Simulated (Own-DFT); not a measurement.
# Reading a pressure off an energy slope: corundum Al2O3, 78 atoms (Al32O46), with two O vacancies

All values are computed. Each geometry was run twice at fixed positions with Own-DFT, a retired in-house plane-wave program that no person has reviewed: with PBE, and with HSE06 (exact exchange share 0.25 at short range, screening 0.11 per bohr, Gygi-Baldereschi treatment of its divergence). Both used PseudoDojo norm-conserving files made for PBE, a cutoff of 48 hartree, the Gamma point alone, fixed occupations, a neutral cell and no spin. One k point on a cell 7.9 Å thick isn't converged, and results move with the size of the cell. The oxygen file's force components were 24 meV/Å off all-electron values in a glass.

Unstrained cell vectors in Å: (5.494, 0.000, 8.660); (-2.747, 4.758, 8.660); (-2.747, -4.758, 8.660), volume V0 = 679.1 Å³, from measured lattice constants. Each geometry has its own random strain of a few per cent, its own defect sites and random moves of rms u per axis. HSE06 gave the energy alone. D is its energy less that of PBE, over the lowest D shown. The PBE stress wasn't checked against mesh or cutoff.

| run | V - V0 (Å³) | u (Å) | P with PBE (GPa) | D (eV) |
|---|---|---|---|---|
| 1 | -12.7 | 0.0321 | 12.70 | 0.089 |
| 2 | 2.4 | 0.0504 | 7.82 | 0.882 |
| 3 | -0.1 | 0.0485 | 8.68 | 0.748 |
| 4 | -12.3 | 0.0467 | 13.63 | 0.267 |
| 5 | -4.9 | 0.0487 | 10.77 | 0.574 |
| 6 | 23.0 | 0.0279 | -0.38 | 1.507 |
| 7 | 9.0 | 0.0487 | 6.00 | 1.095 |
| 8 | -0.5 | 0.0291 | 7.37 | 0.554 |
| 9 | -15.7 | 0.0319 | 13.35 | 0.000 |
| 10 | 5.7 | 0.0316 | 5.83 | 0.782 |
| 11 | -12.5 | 0.0490 | 14.04 | 0.251 |
| 12 | -15.6 | 0.0494 | 15.13 | 0.054 |
| 13 | -3.5 | 0.0279 | 7.97 | ? |

## Fit

D = 0.49 + 0.0402 (V - V0) + 109 u² eV, with an error of 0.0009 on the volume slope, 15 on the last term and a scatter of 0.04 eV. Pressure is -dE/dV, and 1 eV/Å³ is 160.2 GPa, so HSE06 changes the pressure by -6.4 ± 0.1 GPa. With the ions held to the strained lattice, the PBE pressure falls by 248 ± 7 GPa per unit of volume strain; the shape of the strain isn't fitted, so the true error is larger, and a relaxed crystal would be softer. On that slope HSE06's volume at a given pressure is about 2.6 % smaller, or 0.9 % in lengths. At u = 0 and V0 the PBE pressure is 6.9 GPa, which puts the zero-pressure volume, against the measured cell and with the defects in, at +2.8 % for PBE and +0.2 % for HSE06, each good to a few tenths of a per cent.

## The run left out

Question: what D should run 13 give?

Estimate: 0.43 eV, with rows scattering by 0.04. The calculation gave 0.468 eV.
